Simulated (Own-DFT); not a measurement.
Al₃GaN₄ (wurtzite random alloy, atoms displaced) (calculated)

All values are calculated (Own-DFT development build). A calculation, not a measurement: plane-wave density functional theory by an unreviewed code, no spin, of a simulated periodic cell, stress positive in tension, run twice, with PBE and with PBEsol, both on files made for PBE, so the change isn't that of files made for PBEsol, forces on such cells passed a denser k mesh, this cell's mesh not checked; the far tail of each file's local potential was reset to the Coulomb form; each entry is a single point on an unrelaxed cell, so the pressure reflects the starting lattice, mostly measured values (interpolated for alloys), from which strain is counted, and rises with the displacements; printed positions are rounded, which can move forces by about a meV/angstrom; the program, named Own-DFT, is a retired in-house code; no spin-orbit coupling; stress was not checked against mesh or cutoff.

Common to all runs: functional PBE, then PBEsol; potential files PseudoDojo norm-conserving, scalar-relativistic, standard set; wave cutoff 42 hartree; occupations Fermi-Dirac; smearing width 0.1 eV; k mesh 4 x 4 x 3 centred on Gamma.

(1) Al₃GaN₄ (wurtzite random alloy, atoms displaced)

```
Al3GaN4
1.0
      9.3938     0.0000     0.0000
     -4.6969     8.1352     0.0000
      0.0000     0.0000    10.0655
Al N Ga Al N Al N Al Ga N Ga Al N Al N Al Ga N Al N Al Ga N Al N Ga Al N Al N Al N Al N Ga N Al N Ga Al N Al N
2 2 1 1 2 2 2 1 1 2 1 1 2 2 2 1 1 2 2 2 1 1 2 2 2 1 1 2 2 2 2 2 2 2 2 2 2 2 1 1 2 2 2
Direct
  0.12272 0.23296 0.98777
  0.22665 0.11810 0.24913
  0.11220 0.23154 0.18553
  0.21991 0.11759 0.44069
  0.10912 0.23483 0.50472
  0.20349 0.10171 0.74425
  0.12006 0.22667 0.69194
  0.22437 0.12259 0.94471
  0.11349 0.56147 0.99383
  0.22359 0.45140 0.26002
  0.11383 0.56115 0.20412
  0.23234 0.45056 0.43746
  0.11985 0.56345 0.48050
  0.22105 0.44840 0.74797
  0.13542 0.55662 0.69053
  0.21638 0.43056 0.94457
  0.10714 0.87603 0.99347
  0.24031 0.78212 0.24781
  0.11336 0.88375 0.19575
  0.23027 0.79028 0.45223
  0.09991 0.88311 0.50905
  0.21964 0.77355 0.74505
  0.10741 0.88164 0.69557
  0.22706 0.78983 0.94152
  0.43450 0.21176 0.99547
  0.55169 0.11346 0.25212
  0.45478 0.23144 0.18975
  0.55018 0.11873 0.43400
  0.42836 0.21824 0.49684
  0.56577 0.11738 0.75314
  0.44600 0.21384 0.69757
  0.54785 0.11761 0.94371
  0.43173 0.55112 0.00008
  0.54561 0.43478 0.23687
  0.45303 0.55497 0.18203
  0.56691 0.46044 0.44340
  0.44538 0.55218 0.51221
  0.55303 0.43731 0.74302
  0.44199 0.56741 0.68079
  0.56596 0.43563 0.94823
  0.43176 0.87738 0.00362
  0.55847 0.79847 0.24011
  0.44829 0.88994 0.20965
  0.56202 0.78422 0.43164
  0.44611 0.88952 0.48298
  0.55286 0.75942 0.76075
  0.44543 0.88042 0.68771
  0.53587 0.77572 0.93218
  0.77003 0.20728 0.00515
  0.86752 0.10125 0.24468
  0.77135 0.24249 0.20048
  0.91511 0.10388 0.44523
  0.75830 0.21330 0.50103
  0.88178 0.11002 0.73836
  0.77523 0.22162 0.68819
  0.89928 0.11545 0.95127
  0.78329 0.56580 0.00742
  0.87337 0.44960 0.24651
  0.77428 0.53855 0.18722
  0.88157 0.43009 0.44031
  0.79245 0.55109 0.48928
  0.87680 0.43780 0.75528
  0.76877 0.55976 0.68305
  0.88233 0.44224 0.94541
  0.79080 0.89155 0.99578
  0.89011 0.78332 0.25436
  0.76320 0.87177 0.19618
  0.87974 0.76357 0.44179
  0.76507 0.89163 0.48777
  0.88972 0.78626 0.74730
  0.77469 0.88635 0.69634
  0.89723 0.78178 0.92315
```

The calculation gives: PBE pressure 10.12 GPa; PBE stress xx -13.3 GPa; PBE stress yy -10.36 GPa; PBE stress zz -6.68 GPa; PBE stress yz -0.58 GPa; PBE stress xz -1.76 GPa; PBE stress xy 1.32 GPa; PBEsol pressure 6.94 GPa; PBEsol stress xx -10.22 GPa; PBEsol stress yy -7.19 GPa; PBEsol stress zz -3.42 GPa; PBEsol stress yz -0.6 GPa; PBEsol stress xz -1.75 GPa; PBEsol stress xy 1.29 GPa; rms change of force components from PBE to PBEsol 0.081 eV/Å.

Force:
```tsv
force element	PBE force x (eV/Å)	PBE force y (eV/Å)	PBE force z (eV/Å)	PBEsol force x (eV/Å)	PBEsol force y (eV/Å)	PBEsol force z (eV/Å)
Al	-1	-3.759	3.771	-1.01	-3.798	3.77
Al	-1.101	-0.215	-0.35	-1.091	-0.213	-0.362
N	-0.21	-0.934	0.609	-0.223	-0.921	0.588
N	0.055	-1.701	-0.144	-0.12	-1.647	-0.096
Ga	3.221	1.24	0.017	3.163	1.194	0.004
Al	3.276	0.746	1.616	3.289	0.726	1.62
N	-2.139	-1.089	0.568	-2.166	-0.876	0.443
N	0.185	-2.343	-1.942	0.18	-2.47	-1.923
Al	-0.203	-1.532	1.136	-0.204	-1.513	1.14
Al	1.118	-1.161	-2.927	1.136	-1.172	-2.933
N	0.52	0.457	-1.567	0.375	0.373	-1.529
N	-0.403	1.12	1.154	-0.396	0.939	1.25
Al	-0.45	-0.773	1.84	-0.462	-0.794	1.831
Ga	3.689	-2.071	2.045	3.6	-2.018	1.969
N	-7.424	2.093	-2.135	-7.148	1.919	-2.056
N	-1.112	5.721	-1.488	-1.126	5.743	-1.639
Ga	-1.704	3.437	2.21	-1.658	3.357	2.16
Al	-4.428	-1.091	1.843	-4.446	-1.073	1.835
N	-0.191	0.642	-0.297	-0.173	0.631	-0.419
N	-1.443	-1.245	-2.002	-1.458	-1.222	-1.993
Al	0.386	0.914	-1.644	0.368	0.929	-1.647
Al	1.918	0.795	-0.458	1.905	0.804	-0.435
N	-0.458	0.465	-0.556	-0.446	0.448	-0.529
N	0.373	-3.861	-1.928	0.361	-3.633	-1.785
Al	0.09	2.336	1.015	0.089	2.318	1.043
Ga	-0.392	1.181	-0.669	-0.391	1.2	-0.633
N	-2.161	-5.007	-1.752	-1.995	-4.814	-1.62
N	0.034	-1.108	2.358	0.006	-1.111	2.129
Al	2.027	1.856	1.12	2.038	1.875	1.118
Al	-1.654	-2.937	0.021	-1.635	-2.948	0.034
N	-1.787	0.247	-1.436	-1.789	0.225	-1.423
N	3.074	-1.825	-0.21	3.064	-1.939	-0.175
Al	2.242	-0.283	-0.118	2.26	-0.272	-0.147
Ga	0.554	3.672	2.899	0.567	3.589	2.815
N	-3.438	2.042	0.483	-3.246	1.929	0.573
N	-0.416	-2.295	-0.124	-0.396	-2.283	-0.235
Al	0.783	1.169	-4.566	0.758	1.169	-4.598
Al	-0.234	0.451	0.993	-0.268	0.46	0.999
N	2.057	-2.591	3.372	1.897	-2.68	3.45
N	-3.246	0.855	-2.095	-3.073	0.949	-2.006
Ga	1.104	3.142	0.257	1.071	3.08	0.206
Al	2.993	-5.93	2.338	3.001	-5.949	2.31
N	-1.687	1.655	-3.2	-1.712	1.89	-3.246
N	-2.023	-0.906	-0.568	-2.036	-0.951	-0.597
Al	0.736	0.676	3.186	0.75	0.694	3.164
Al	-1.253	3.401	-3.116	-1.232	3.41	-3.118
N	0.11	1.346	0.086	0.131	1.321	0.073
N	2.691	-1.371	2.77	2.568	-1.209	2.908
Al	-0.801	2.097	0.188	-0.817	2.079	0.201
Al	2.626	2.467	0.59	2.606	2.46	0.578
N	2.986	-6	-2.62	2.805	-5.807	-2.478
N	-6.807	-2.017	-2.481	-6.555	-1.824	-2.38
Al	1.728	0.81	-0.366	1.76	0.79	-0.38
Al	1.183	-0.203	1.246	1.195	-0.185	1.252
N	0.55	0.465	0.011	0.542	0.48	-0.004
N	-1.712	0.178	-1.844	-1.679	-0.003	-1.801
Ga	-0.234	-0.933	-1.889	-0.224	-0.972	-1.838
Ga	6.726	-0.09	3.203	6.558	-0.133	3.132
N	-5.633	6.23	-0.383	-5.511	6.006	-0.425
N	1.918	0.722	0.574	1.929	0.703	0.402
Al	-3.248	-0.256	2.025	-3.229	-0.265	2.008
Al	0.365	1.717	-0.638	0.373	1.726	-0.65
N	2.177	-0.311	0.626	2.156	-0.289	0.602
N	2.172	-0.425	-0.838	2.005	-0.354	-0.748
Ga	-1.336	-0.633	0.237	-1.282	-0.596	0.235
Al	1.022	-1.464	0.357	1.019	-1.48	0.321
N	1.761	2.656	-1.481	1.779	2.643	-1.598
N	0.375	2.399	-0.419	0.334	2.398	-0.398
Al	3.245	-0.851	2.289	3.272	-0.858	2.31
Al	-0.161	-2.119	-2.114	-0.155	-2.121	-2.141
N	-0.528	0.628	-1.004	-0.546	0.611	-1.014
N	-1.05	-0.696	2.32	-1.014	-0.677	2.526
```

(2) Al₃GaN₄ (wurtzite random alloy, atoms displaced)

```
Al3GaN4
1.0
      9.3938     0.0000     0.0000
     -4.6969     8.1352     0.0000
      0.0000     0.0000    10.0655
Al N Ga Al N Al Ga N Al N Al Ga N Al N Al N Al N Al N Al N Ga Al N Ga Al N Al Ga N Al N Ga N Al N Al N Al Ga N
2 2 1 1 2 1 1 2 2 2 1 1 2 2 2 2 2 2 2 2 2 2 2 1 1 2 1 1 2 1 1 2 2 2 2 2 2 2 2 2 1 1 2
Direct
  0.10047 0.21085 0.00754
  0.22483 0.11302 0.23948
  0.10154 0.21350 0.18210
  0.23226 0.11611 0.44740
  0.11529 0.22184 0.50254
  0.22604 0.10271 0.74944
  0.13855 0.24334 0.69179
  0.21407 0.09540 0.94550
  0.12464 0.56932 0.00951
  0.21323 0.44674 0.26354
  0.11190 0.54435 0.17327
  0.20972 0.45576 0.42650
  0.10648 0.54741 0.49582
  0.20616 0.42756 0.73008
  0.12883 0.56691 0.68916
  0.22862 0.44525 0.93197
  0.09771 0.87164 0.99966
  0.21373 0.77066 0.25863
  0.11399 0.89698 0.19477
  0.22035 0.77267 0.43520
  0.10663 0.87865 0.49844
  0.23135 0.77948 0.75337
  0.10874 0.88515 0.68771
  0.22780 0.78886 0.93223
  0.45497 0.22811 0.00569
  0.55558 0.11255 0.24802
  0.45530 0.24589 0.19996
  0.55052 0.08598 0.44317
  0.42769 0.21695 0.50500
  0.55732 0.11449 0.74740
  0.43221 0.21516 0.68401
  0.55428 0.10816 0.93864
  0.44036 0.55763 0.99174
  0.55493 0.45028 0.24180
  0.44791 0.54189 0.18566
  0.55211 0.43114 0.45077
  0.44218 0.56233 0.50334
  0.54238 0.42950 0.76137
  0.44846 0.54858 0.68765
  0.54739 0.43296 0.94284
  0.44967 0.88185 0.00066
  0.53999 0.77163 0.25274
  0.45956 0.89076 0.18513
  0.57228 0.77659 0.42532
  0.43628 0.88611 0.49952
  0.56897 0.77926 0.74496
  0.43977 0.87595 0.68110
  0.57069 0.78512 0.94779
  0.78034 0.22004 0.99796
  0.86651 0.10590 0.25880
  0.77234 0.22130 0.18304
  0.88205 0.11442 0.43435
  0.77741 0.23311 0.49761
  0.89659 0.12065 0.75654
  0.76215 0.21564 0.69480
  0.89731 0.12554 0.93372
  0.78541 0.55485 0.00531
  0.87431 0.44300 0.24844
  0.77638 0.56661 0.20117
  0.88216 0.45608 0.43184
  0.76983 0.54833 0.48603
  0.89055 0.43125 0.74422
  0.77648 0.54751 0.68214
  0.87476 0.44521 0.92995
  0.77898 0.89607 0.00481
  0.89998 0.79867 0.24652
  0.78095 0.88499 0.18563
  0.87920 0.76950 0.43437
  0.78155 0.89393 0.49888
  0.87409 0.77562 0.74782
  0.78174 0.89555 0.69825
  0.88395 0.76599 0.92621
```

The calculation gives: PBE pressure 9.73 GPa; PBE stress xx -7.01 GPa; PBE stress yy -8.23 GPa; PBE stress zz -13.93 GPa; PBE stress yz -0.24 GPa; PBE stress xz -0.77 GPa; PBE stress xy 1.47 GPa; PBEsol pressure 6.61 GPa; PBEsol stress xx -3.95 GPa; PBEsol stress yy -5.23 GPa; PBEsol stress zz -10.64 GPa; PBEsol stress yz -0.24 GPa; PBEsol stress xz -0.76 GPa; PBEsol stress xy 1.38 GPa; rms change of force components from PBE to PBEsol 0.078 eV/Å.

Force:
```tsv
force element	PBE force x (eV/Å)	PBE force y (eV/Å)	PBE force z (eV/Å)	PBEsol force x (eV/Å)	PBEsol force y (eV/Å)	PBEsol force z (eV/Å)
Al	2.02	2.041	-2.374	2.017	2.052	-2.406
Al	-0.309	1.818	1.145	-0.296	1.831	1.172
N	0.118	0.188	3.11	-0.01	0.244	3.226
N	-3.196	-3.215	-2.892	-3.369	-3.154	-2.844
Ga	-0.568	-0.114	-1.101	-0.533	-0.114	-1.082
Al	-1.126	-0.458	1.322	-1.158	-0.458	1.318
N	-1.062	-10.3	-1.946	-1.015	-10.38	-2.114
N	-0.019	1.105	-0.2	-0.008	1.105	-0.185
Al	0.132	-1.314	-6.905	0.116	-1.291	-6.959
Ga	2.563	-1.892	-8.625	2.477	-1.854	-8.43
N	-2.114	1.244	5.048	-2.055	1.196	5.294
N	2.866	-1.046	7.729	2.922	-1.18	7.413
Al	-2.678	2.313	1.682	-2.708	2.309	1.675
Al	1.168	10.38	5.276	1.159	10.44	5.268
N	-1.726	-2.541	-1.595	-1.722	-2.504	-1.587
N	-1.78	-0.438	0.05	-1.793	-0.473	0.024
Al	0.385	1.8	-0.628	0.387	1.767	-0.597
Ga	0.713	0.377	-3.435	0.696	0.372	-3.333
N	0.741	-1.193	-1.306	0.877	-1.275	-1.264
N	-1.233	-1.048	2.233	-1.062	-0.959	2.064
Al	-0.914	0.579	0.452	-0.92	0.586	0.426
Al	-1.289	0.062	-1.218	-1.299	0.07	-1.228
N	0.682	0.134	-0.431	0.561	0.046	-0.368
N	-0.06	-1.726	2.03	0.085	-1.631	2.088
Al	-1.251	-2.044	0.062	-1.246	-2.072	0.089
Al	-0.726	-0.253	0.707	-0.744	-0.254	0.707
N	0.91	-5.33	-1.788	0.904	-5.312	-1.776
N	-0.55	6.207	-2.146	-0.569	5.919	-2.038
Al	4.216	1.573	-0.322	4.256	1.559	-0.33
Al	-2.332	-1.986	0.573	-2.357	-2.014	0.561
N	1.895	0	1.978	1.89	0.018	1.966
N	0.38	0.85	-0.107	0.387	0.689	-0.055
Al	1.157	-0.852	0.925	1.164	-0.824	0.926
Al	1.41	1.144	3.329	1.444	1.146	3.359
N	-4.008	3.058	-0.557	-4.125	3.004	-0.54
N	-1.978	0.89	-2.072	-1.986	0.887	-2.067
Al	1.917	-0.677	-0.971	1.875	-0.691	-0.996
Al	1.39	1.033	-2.394	1.4	1.034	-2.399
N	-1.046	1.063	0.369	-1.05	1.035	0.393
N	-0.323	1.67	-0.003	-0.216	1.76	0.071
Ga	-1.283	1.149	-0.873	-1.253	1.139	-0.838
Al	3.225	-1.423	-2.071	3.211	-1.439	-2.095
N	-2.616	0.688	1.52	-2.71	0.654	1.339
N	-1.548	-0.752	3.027	-1.607	-0.692	3.064
Ga	1.614	-2.82	0.097	1.571	-2.73	0.101
Al	-2.418	-1.273	0.968	-2.423	-1.287	0.98
N	1.079	1.238	2.855	1.075	1.247	2.627
N	-0.257	-1.77	-2.503	-0.434	-1.681	-2.439
Al	-1.279	1.241	-0.854	-1.273	1.236	-0.849
Ga	2.285	-0.233	-3.367	2.256	-0.205	-3.285
N	-0.998	0.143	0.116	-0.847	0.209	0.25
N	0.555	0.473	4.216	0.643	0.526	4.002
Al	-0.773	-1.523	0.389	-0.762	-1.501	0.378
Al	-0.083	-0.516	-1.794	-0.059	-0.504	-1.837
N	3.779	0.89	-2.03	3.777	0.876	-2.02
N	-0.424	-1.783	1.32	-0.426	-1.785	1.329
Ga	-2.575	0.181	-0.071	-2.512	0.165	-0.112
Ga	1.386	0.185	-1.456	1.357	0.184	-1.402
N	0.403	0.814	-1.261	0.56	0.732	-1.332
N	3.33	-2.246	1.591	3.328	-2.233	1.374
Al	-1.941	1.545	2.779	-1.943	1.572	2.761
Al	-1.732	3.208	0.585	-1.696	3.219	0.567
N	-0.241	-0.738	0.085	-0.255	-0.607	0.133
N	4.004	-1.634	0.631	3.804	-1.502	0.728
Al	1.782	-0.124	-1.002	1.802	-0.083	-1.031
Al	-0.472	-2.232	1.348	-0.44	-2.231	1.359
N	-1.881	0.619	0.26	-1.937	0.746	0.343
N	0.839	2.052	0.519	0.823	2.017	0.505
Al	0.254	-0.672	0.067	0.27	-0.651	0.091
Ga	3.287	-2.185	-1.669	3.228	-2.14	-1.608
N	-1.045	2.423	-2.518	-0.84	2.31	-2.437
N	-0.63	1.974	4.094	-0.664	1.801	3.916
```
